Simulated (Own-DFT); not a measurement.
# A pressure from energies alone: monoclinic HfO2, 94 atoms (Hf32O62), with two O vacancies

These are calculations. Each geometry was run twice at fixed positions with Own-DFT, a retired in-house plane-wave program that no person has reviewed: with PBE, and with HSE06 (exact exchange share 0.25 at short range, screening 0.11 per bohr, Gygi-Baldereschi treatment of its divergence). Both used PseudoDojo norm-conserving files made for PBE, a cutoff of 48 hartree, the Gamma point alone, fixed occupations, a neutral cell and no spin. One k point on a cell 10.1 Å thick isn't converged, and results move with the size of the cell. The hafnium file keeps the 4f electrons in the core, and its forces lie about 75 meV/Å off all-electron values. The oxygen file's force components were 24 meV/Å off all-electron values in a glass.

Unstrained cell vectors in Å: (10.234, 0.000, 0.000); (0.000, 10.350, 0.000); (-1.695, 0.000, 10.445), volume V0 = 1106.4 Å³, from measured lattice constants. Each geometry has its own random strain of a few per cent, its own defect sites and random moves of rms u per axis. HSE06 gave the energy alone. D is its energy less that of PBE, over the lowest D shown. The PBE stress wasn't checked against mesh or cutoff.

| run | V - V0 (Å³) | u (Å) | P with PBE (GPa) | D (eV) |
|---|---|---|---|---|
| 1 | -41.0 | 0.0518 | 15.66 | 0.000 |
| 2 | -13.5 | 0.0300 | 6.76 | 0.524 |
| 3 | 10.7 | 0.0515 | 1.83 | 1.433 |
| 4 | -23.3 | 0.0309 | 10.02 | 0.274 |
| 5 | -19.4 | 0.0305 | 9.61 | 0.274 |
| 6 | 20.6 | 0.0511 | 0.53 | 1.617 |
| 7 | -3.7 | 0.0297 | 4.78 | 0.694 |
| 8 | -20.5 | 0.0543 | 9.78 | 0.591 |
| 9 | 4.2 | 0.0284 | 2.82 | 0.916 |
| 10 | -14.1 | 0.0297 | 6.53 | 0.509 |
| 11 | 20.5 | 0.0296 | -0.83 | ? |

## Analysis

D = 0.71 + 0.0265 (V - V0) + 147 u² eV, with an error of 0.0009 on the volume slope, 16 on the last term and a scatter of 0.05 eV. Pressure is -dE/dV, and 1 eV/Å³ is 160.2 GPa, so HSE06 changes the pressure by -4.2 ± 0.1 GPa. With the ions held to the strained lattice, the PBE pressure falls by 277 ± 13 GPa per unit of volume strain; the shape of the strain isn't fitted, so the true error is larger, and a relaxed crystal would be softer. On that slope HSE06's volume at a given pressure is about 1.5 % smaller, or 0.5 % in lengths. At u = 0 and V0 the PBE pressure is 3.3 GPa, which puts the zero-pressure volume, against the measured cell and with the defects in, at +1.2 % for PBE and -0.4 % for HSE06, each good to a few tenths of a per cent.

## Check

Asked: what D should run 11 give?

Estimate: 1.38 eV, with rows scattering by 0.05. The run itself gave 1.341 eV.
